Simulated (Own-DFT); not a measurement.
## Calculated data, SiC (2H silicon carbide, atoms displaced)

Computed with Own-DFT development build. A calculation, not a measurement: plane-wave PBE density functional theory by an unreviewed code, no spin, of a simulated periodic cell, stress positive in tension, free energy of the whole cell less one offset for each atom, forces on such cells passed a denser k mesh, this cell's mesh not checked; offsets are fitted by least squares, one for each functional and potential file, so energies compare only between cells with the same atoms and settings and are not formation energies; the far tail of each file's local potential was reset to the Coulomb form; each entry is a single point on an unrelaxed cell, so the pressure reflects the starting lattice, mostly measured values (interpolated for alloys), from which strain is counted, and rises with the displacements; printed positions are rounded, which can move forces by about a meV/angstrom; the program, named Own-DFT, is a retired in-house code; no spin-orbit coupling.

Settings shared by all entries: functional PBE; potential files PseudoDojo norm-conserving, scalar-relativistic, standard set; wave cutoff 42 hartree; occupations Fermi-Dirac; smearing width 0.1 eV; hardware one NVIDIA H100; k mesh 4 x 4 x 3 centred on Gamma.

(1) SiC (2H silicon carbide, atoms displaced)

```
cell vectors (Å)
   9.2481     0.0000     0.0000
  -4.6241     8.0091     0.0000
   0.0000     0.0000    10.0681
atoms (fractions of the cell vectors)
Si  0.00371  0.00139  0.00315
Si  0.11163  0.22373  0.25333
C   0.00091  0.00516  0.18573
C   0.10857  0.21915  0.44086
Si  0.00488  0.00496  0.50242
Si  0.10572  0.21628  0.74838
C   0.00678  0.00100  0.69192
C   0.11479  0.22315  0.93888
Si  0.99458  0.33187  0.00116
Si  0.10674  0.54904  0.25310
C   0.00612  0.33375  0.18728
C   0.10911  0.55812  0.43727
Si  0.99451  0.33090  0.50198
Si  0.11168  0.55222  0.75054
C   0.00243  0.33427  0.68673
C   0.10949  0.55503  0.94086
Si  0.00209  0.66276  0.00220
Si  0.11110  0.89599  0.24798
C   0.99711  0.66092  0.18891
C   0.11549  0.89420  0.43936
Si  0.99224  0.65937  0.49839
Si  0.10462  0.88597  0.75014
C   0.00298  0.66993  0.68547
C   0.11717  0.88843  0.93498
Si  0.33024  0.99443  0.99857
Si  0.43658  0.22665  0.25629
C   0.33284  0.00045  0.18716
C   0.44497  0.22740  0.44100
Si  0.33646  0.99492  0.49852
Si  0.45135  0.22894  0.74631
C   0.33147  0.99439  0.69016
C   0.45054  0.22544  0.93959
Si  0.33608  0.33376  0.99694
Si  0.44151  0.55185  0.24882
C   0.32859  0.32442  0.19144
C   0.44670  0.55813  0.43429
Si  0.33464  0.33755  0.49938
Si  0.44759  0.55787  0.75284
C   0.33529  0.33367  0.68511
C   0.44552  0.55694  0.93750
Si  0.33712  0.66815  0.99924
Si  0.44134  0.88970  0.24971
C   0.33550  0.66807  0.18844
C   0.44073  0.88253  0.43560
Si  0.33407  0.66733  0.50199
Si  0.44552  0.88874  0.75215
C   0.33348  0.67226  0.68527
C   0.44864  0.89288  0.93785
Si  0.66466  0.99541  0.00196
Si  0.77080  0.21873  0.24955
C   0.66938  0.00417  0.18691
C   0.77904  0.23246  0.43535
Si  0.66759  0.99692  0.50224
Si  0.77698  0.21930  0.74800
C   0.66460  0.99824  0.68456
C   0.77854  0.22496  0.93582
Si  0.66392  0.33356  0.00347
Si  0.77846  0.55377  0.24801
C   0.65958  0.32841  0.18494
C   0.77641  0.55437  0.44031
Si  0.66584  0.33210  0.50334
Si  0.78067  0.55077  0.75263
C   0.67168  0.34006  0.68193
C   0.78041  0.55683  0.93291
Si  0.66883  0.67019  0.00474
Si  0.77290  0.88423  0.25535
C   0.66653  0.66402  0.18274
C   0.77979  0.88447  0.43667
Si  0.66575  0.66760  0.50177
Si  0.77678  0.88705  0.74877
C   0.66965  0.66732  0.68563
C   0.77750  0.88923  0.92953
```

| Property | Result |
| --- | --- |
| free energy of cell above offsets | -10.307 eV |
| pressure | 3.88 GPa |
| stress xx | -2.47 GPa |
| stress yy | -1.84 GPa |
| stress zz | -7.32 GPa |
| stress yz | -0.62 GPa |
| stress xz | -0.51 GPa |
| stress xy | 0.48 GPa |
| wall time | 367.2 s |

Force:
```tsv
element	x (eV/Å)	y (eV/Å)	z (eV/Å)
Si	-0.241	-0.175	-1.465
Si	-0.347	-0.534	-0.281
C	-0.517	-0.927	0.999
C	-0.302	1.208	-0.281
Si	0.379	-1.329	-0.014
Si	1.159	1.453	0.787
C	-2.003	-0.432	-1.095
C	-0.748	-0.058	-0.36
Si	1.384	0.086	-0.269
Si	0.431	1.144	-0.684
C	-1.574	-0.548	0.416
C	0.798	-0.926	0.648
Si	0.739	0.91	-0.784
Si	-0.515	1.112	0.038
C	-0.437	-0.757	0.317
C	1.059	-0.227	-0.707
Si	-0.893	0.695	-0.447
Si	0.578	-1.294	0.612
C	0.109	1.026	0.002
C	-0.417	-0.913	-0.48
Si	0.618	1.904	0.214
Si	2.061	0.085	-0.052
C	-0.121	-1.266	0.467
C	-1.43	-0.593	0.956
Si	0.542	1.611	0.182
Si	2.508	-1.421	-0.686
C	-0.364	0.265	0.198
C	0.427	-1.024	0.011
Si	-1.073	0.874	0.804
Si	-0.393	-1.382	0.554
C	0.019	1.187	-0.371
C	-0.873	-0.732	-0.901
Si	-0.133	-0.285	0.593
Si	0.113	0.314	-0.332
C	-1.005	1.984	-1.088
C	-0.358	-0.159	0.67
Si	-0.115	-0.254	0.282
Si	-0.289	-0.161	-1.172
C	-0.621	0.4	0.738
C	0.344	0.037	0.541
Si	-0.726	-0.194	0.341
Si	0.519	-0.174	-0.283
C	-0.349	-0.433	-0.175
C	0.916	1.101	0.224
Si	-0.421	-0.555	-0.89
Si	-0.563	0.235	-0.447
C	0.894	-1.148	1.157
C	-0.071	-0.959	0.186
Si	0.516	1.255	-0.832
Si	0.837	1.261	-0.263
C	-0.169	-1.443	0.67
C	0.421	-2.245	0.521
Si	-0.565	0.471	-1.51
Si	-0.187	0.666	0.186
C	0.517	0.167	0.775
C	-0.37	-0.854	0.393
Si	0.784	0.308	-1.177
Si	-0.351	-0.466	0.525
C	0.072	0.606	1.357
C	-0.732	-0.16	-0.951
Si	-0.61	0.814	-1.544
Si	-0.394	1.561	-1.248
C	0.431	-1.43	1.664
C	-0.302	-0.145	1.967
Si	0.412	-0.297	-2.598
Si	0.5	0.707	-1.727
C	-0.245	0.197	1.989
C	-0.415	1.01	1.099
Si	0.565	-0.69	-0.423
Si	0.401	0.168	-0.718
C	-0.139	-0.308	0.805
C	0.325	0.079	2.366
```

(2) SiC (2H silicon carbide, atoms displaced)

```
cell vectors (Å)
   9.2481     0.0000     0.0000
  -4.6241     8.0091     0.0000
   0.0000     0.0000    10.0681
atoms (fractions of the cell vectors)
Si  0.99889  0.00257  0.99988
Si  0.11069  0.22985  0.25172
C   0.99468  0.99768  0.19028
C   0.10666  0.22056  0.43549
Si  0.00759  0.00094  0.49719
Si  0.11356  0.22095  0.75083
C   0.99736  0.00097  0.68511
C   0.11253  0.22002  0.93818
Si  0.00109  0.33479  0.00146
Si  0.11233  0.55578  0.24968
C   0.00178  0.33313  0.18780
C   0.11001  0.55797  0.44100
Si  0.99703  0.33000  0.49844
Si  0.11018  0.55926  0.74608
C   0.00088  0.33663  0.69031
C   0.11785  0.55760  0.93678
Si  0.00214  0.66683  0.99940
Si  0.11135  0.88124  0.24693
C   0.00535  0.66444  0.18820
C   0.11019  0.88165  0.43495
Si  0.99777  0.66551  0.50376
Si  0.11696  0.88828  0.75186
C   0.99758  0.66518  0.68570
C   0.11197  0.88769  0.94418
Si  0.33903  0.99928  0.99912
Si  0.44414  0.22310  0.25285
C   0.33636  0.00296  0.18580
C   0.44270  0.22543  0.43271
Si  0.33269  0.99819  0.49905
Si  0.44303  0.22245  0.74919
C   0.33491  0.00146  0.69180
C   0.44478  0.22481  0.93449
Si  0.34285  0.33378  0.99508
Si  0.44243  0.56015  0.24760
C   0.33861  0.33479  0.18135
C   0.44528  0.55502  0.43242
Si  0.33855  0.33881  0.49974
Si  0.44168  0.55252  0.74846
C   0.33395  0.33050  0.68074
C   0.44679  0.55759  0.94304
Si  0.33794  0.67179  0.99945
Si  0.44274  0.89348  0.25141
C   0.33315  0.66298  0.19019
C   0.45064  0.88988  0.43821
Si  0.33718  0.67155  0.49746
Si  0.43997  0.88954  0.75286
C   0.32824  0.66447  0.68853
C   0.44272  0.88488  0.93789
Si  0.67154  0.00578  0.00096
Si  0.77687  0.22205  0.25071
C   0.66727  0.99622  0.19066
C   0.77970  0.22263  0.43451
Si  0.66420  0.99765  0.49961
Si  0.78397  0.22675  0.75163
C   0.66233  0.99509  0.68561
C   0.77980  0.22341  0.93635
Si  0.66616  0.34111  0.99551
Si  0.77129  0.55104  0.24993
C   0.66850  0.33126  0.18396
C   0.77672  0.55824  0.43746
Si  0.66726  0.33594  0.49575
Si  0.77141  0.55039  0.75188
C   0.66487  0.33346  0.68599
C   0.77802  0.55094  0.94154
Si  0.66830  0.66569  0.00229
Si  0.77692  0.89155  0.25651
C   0.66392  0.66764  0.18246
C   0.77972  0.88841  0.43316
Si  0.66110  0.66486  0.50118
Si  0.77796  0.89054  0.74642
C   0.66335  0.66742  0.68730
C   0.77446  0.88087  0.93478
```

| Quantity | Value |
| --- | --- |
| free energy of cell above offsets | -10.520 eV |
| pressure | 3.8 GPa |
| stress xx | -2.29 GPa |
| stress yy | -2.81 GPa |
| stress zz | -6.29 GPa |
| stress yz | 0.71 GPa |
| stress xz | -0.29 GPa |
| stress xy | 0.27 GPa |
| wall time | 366.6 s |

Force:
```tsv
element	x (eV/Å)	y (eV/Å)	z (eV/Å)
Si	0.199	-0.961	0.552
Si	1.756	-1.588	-1.082
C	0.881	0.562	-0.167
C	1.115	0.753	0.73
Si	-1.099	-0.474	-0.153
Si	-0.801	0.205	-0.389
C	1.299	-0.229	0.236
C	0.094	0.762	-0.207
Si	0.622	0.149	-0.588
Si	0.066	-0.336	0.562
C	-0.989	0.422	-0.006
C	0.566	-0.474	-0.577
Si	0.254	0.852	0.649
Si	0.34	-0.773	0.819
C	0.606	-0.463	-0.705
C	-0.89	-0.078	-0.092
Si	0.527	-0.434	0.393
Si	-0.998	1.355	-0.054
C	-1.42	-0.483	-0.389
C	0.265	0.92	0.487
Si	-0.042	-0.201	-1.168
Si	-1.85	-0.085	0.222
C	-0.513	0.375	1.218
C	0.062	0.5	-1.119
Si	-1.057	0.292	0.185
Si	-0.012	0.279	-1.903
C	-0.251	-0.21	0.443
C	0.646	-0.709	1.64
Si	0.101	0.27	0.044
Si	0.524	0.195	-0.424
C	-0.225	-0.002	-1.041
C	1.156	-0.849	-0.163
Si	-2.353	0.293	1.084
Si	1.683	-1.241	-0.55
C	-0.802	-0.006	1.261
C	-0.619	0.435	0.901
Si	-1.102	-0.843	-1.31
Si	-0.241	0.578	0.689
C	-0.321	0.39	1.561
C	0.166	-0.403	-1.589
Si	-0.006	-1.445	0.65
Si	1.117	-0.869	-0.505
C	-1.189	1.602	-0.577
C	-1.503	0.233	-0.23
Si	-0.39	-1.175	0.536
Si	1.398	-0.598	-0.65
C	0.761	0.677	-0.51
C	0.554	1.542	0.162
Si	0.217	-1.401	-0.114
Si	0.476	-0.211	-0.811
C	-1.015	0.94	-0.497
C	-0.874	-0.206	0.829
Si	1.276	0.735	-0.038
Si	-0.815	-1.05	-0.84
C	-0.184	1.065	0.59
C	-0.465	0.429	0.549
Si	1.131	-2.389	1.006
Si	0.576	0.982	-0.474
C	-0.712	0.046	0.493
C	0.012	-0.332	0.108
Si	0.152	-0.294	0.38
Si	0.239	1.007	-0.428
C	0.335	-0.407	0.052
C	-0.253	1.882	-1.157
Si	-0.234	0.125	-0.82
Si	0.752	-0.946	-2.281
C	0.551	0.123	1.906
C	-0.226	-0.089	2.532
Si	0.827	0.632	-0.63
Si	-0.186	-0.485	0.473
C	0.377	-0.445	0.146
C	-0.046	1.58	0.153
```

(3) SiC (2H silicon carbide, atoms displaced)

```
cell vectors (Å)
   9.2481     0.0000     0.0000
  -4.6241     8.0091     0.0000
   0.0000     0.0000    10.0681
atoms (fractions of the cell vectors)
Si  0.00645  0.00507  0.99967
Si  0.11298  0.21939  0.24742
C   0.00836  0.00260  0.18768
C   0.11199  0.22325  0.43817
Si  0.00387  0.00609  0.49828
Si  0.10404  0.21936  0.75209
C   0.00195  0.00204  0.68385
C   0.10898  0.21951  0.94216
Si  0.00525  0.33838  0.00456
Si  0.11297  0.55125  0.25456
C   0.00326  0.33900  0.18580
C   0.11826  0.55422  0.43545
Si  0.99874  0.32704  0.49822
Si  0.10970  0.55492  0.75047
C   0.00307  0.33773  0.67903
C   0.10806  0.55127  0.93300
Si  0.00427  0.66662  0.00184
Si  0.11084  0.89119  0.24783
C   0.00069  0.66399  0.18932
C   0.11353  0.89160  0.43630
Si  0.99804  0.66235  0.49810
Si  0.11242  0.88943  0.75500
C   0.00341  0.66424  0.68911
C   0.10813  0.89373  0.93839
Si  0.33574  0.99786  0.00228
Si  0.44475  0.22069  0.24874
C   0.32876  0.99236  0.18547
C   0.44482  0.22240  0.43696
Si  0.33399  0.00189  0.49892
Si  0.44376  0.22438  0.75295
C   0.32833  0.00127  0.68772
C   0.43485  0.21548  0.93726
Si  0.33548  0.33428  0.99798
Si  0.44115  0.56115  0.24842
C   0.33260  0.33709  0.18628
C   0.44147  0.55454  0.43700
Si  0.33495  0.33795  0.49975
Si  0.44213  0.55614  0.74859
C   0.33064  0.33164  0.68277
C   0.43617  0.55165  0.93841
Si  0.33987  0.66559  0.99615
Si  0.44121  0.89042  0.25056
C   0.33531  0.66623  0.18739
C   0.44580  0.89225  0.44033
Si  0.33179  0.65764  0.50182
Si  0.44706  0.88796  0.75734
C   0.33473  0.66870  0.69560
C   0.44364  0.88838  0.93507
Si  0.66286  0.00019  0.99831
Si  0.77282  0.21550  0.25046
C   0.66709  0.00040  0.19024
C   0.77849  0.22488  0.43461
Si  0.66786  0.00047  0.50297
Si  0.78083  0.22035  0.75216
C   0.66490  0.00774  0.68910
C   0.77675  0.21935  0.93801
Si  0.66423  0.33507  0.99921
Si  0.77245  0.54845  0.24919
C   0.66626  0.33188  0.19193
C   0.77712  0.55095  0.44020
Si  0.66982  0.33613  0.50375
Si  0.77887  0.55280  0.74856
C   0.66631  0.33834  0.68837
C   0.77614  0.55250  0.93927
Si  0.66338  0.66362  0.99653
Si  0.78054  0.88764  0.25421
C   0.66280  0.65637  0.18442
C   0.78041  0.89296  0.43727
Si  0.66087  0.66216  0.49642
Si  0.77623  0.88429  0.74893
C   0.66597  0.66790  0.68657
C   0.77239  0.88566  0.93185
```

| Property | Result |
| --- | --- |
| free energy of cell above offsets | -10.291 eV |
| pressure | 3.93 GPa |
| stress xx | -1.92 GPa |
| stress yy | -3.37 GPa |
| stress zz | -6.51 GPa |
| stress yz | -0.23 GPa |
| stress xz | 0.26 GPa |
| stress xy | 0.79 GPa |
| wall time | 355.7 s |

Force:
```tsv
element	x (eV/Å)	y (eV/Å)	z (eV/Å)
Si	-1.685	-1.231	0.261
Si	-0.608	1.149	0.422
C	-1.636	-0.527	-0.324
C	0.369	0.105	-0.848
Si	0.44	-1.063	0.147
Si	0.825	0.551	-0.671
C	-0.453	-0.681	1.037
C	-0.075	1.213	-0.959
Si	-0.714	-1.02	-0.992
Si	-0.411	1.016	-1.256
C	-0.02	-1.601	1.117
C	-1.261	-0.516	1.153
Si	-0.423	0.983	-0.883
Si	0.519	-0.165	-0.619
C	-0.257	-0.821	2.126
C	0.576	0.942	1.187
Si	-0.881	-0.059	-0.213
Si	0.653	-1.317	0.71
C	-0.18	0.072	0.21
C	-0.366	-0.592	-0.002
Si	0.738	0.994	0.205
Si	-0.431	-0.003	-1.477
C	-0.975	0.605	-0.323
C	1.655	-1.162	0.478
Si	-1.163	-0.238	-0.807
Si	-0.64	0.168	0.206
C	0.128	1.357	0.342
C	-0.024	0.463	0.141
Si	-0.098	-0.171	0.615
Si	-0.183	-0.521	-1.304
C	1.336	-0.07	0.593
C	1.226	1.032	0.534
Si	-0.849	-0.606	0.668
Si	1.523	-1.222	0.054
C	0.754	-0.418	0.177
C	0.593	0.179	-0.389
Si	0.342	-1.389	-0.498
Si	0.518	-0.681	0.107
C	-0.219	0.503	1.647
C	2.033	-0.026	-0.964
Si	-2.289	0.179	0.904
Si	1.071	-0.627	0.541
C	-1.042	0.813	-0.56
C	0.244	-1.041	-0.19
Si	-0.68	2.343	0.627
Si	-1.261	0.898	-2.624
C	-0.163	-0.265	-1.342
C	0.048	-0.203	1.746
Si	1.133	-0.205	0.464
Si	0.567	1.502	-0.317
C	0.06	-0.978	-0.813
C	0.23	-0.545	1.023
Si	-0.64	0.436	-0.607
Si	-0.721	1.402	-0.528
C	1.158	-1.6	-0.021
C	-0.023	0.883	0.42
Si	0.454	-0.936	0.327
Si	0.779	0.845	0.344
C	-0.041	-0.857	-1.278
C	-0.587	0.86	-0.704
Si	-0.441	-1.104	-0.712
Si	-0.293	0.998	0.397
C	0.64	-1.326	0.51
C	0.1	0.632	-0.52
Si	0.213	0.223	0.172
Si	-0.221	-0.228	-1.502
C	-0.431	1.594	0.753
C	0.038	-0.829	0.655
Si	0.994	0.936	0.576
Si	-0.224	1.296	-0.795
C	0.1	-0.733	-0.161
C	0.553	0.405	1.604
```
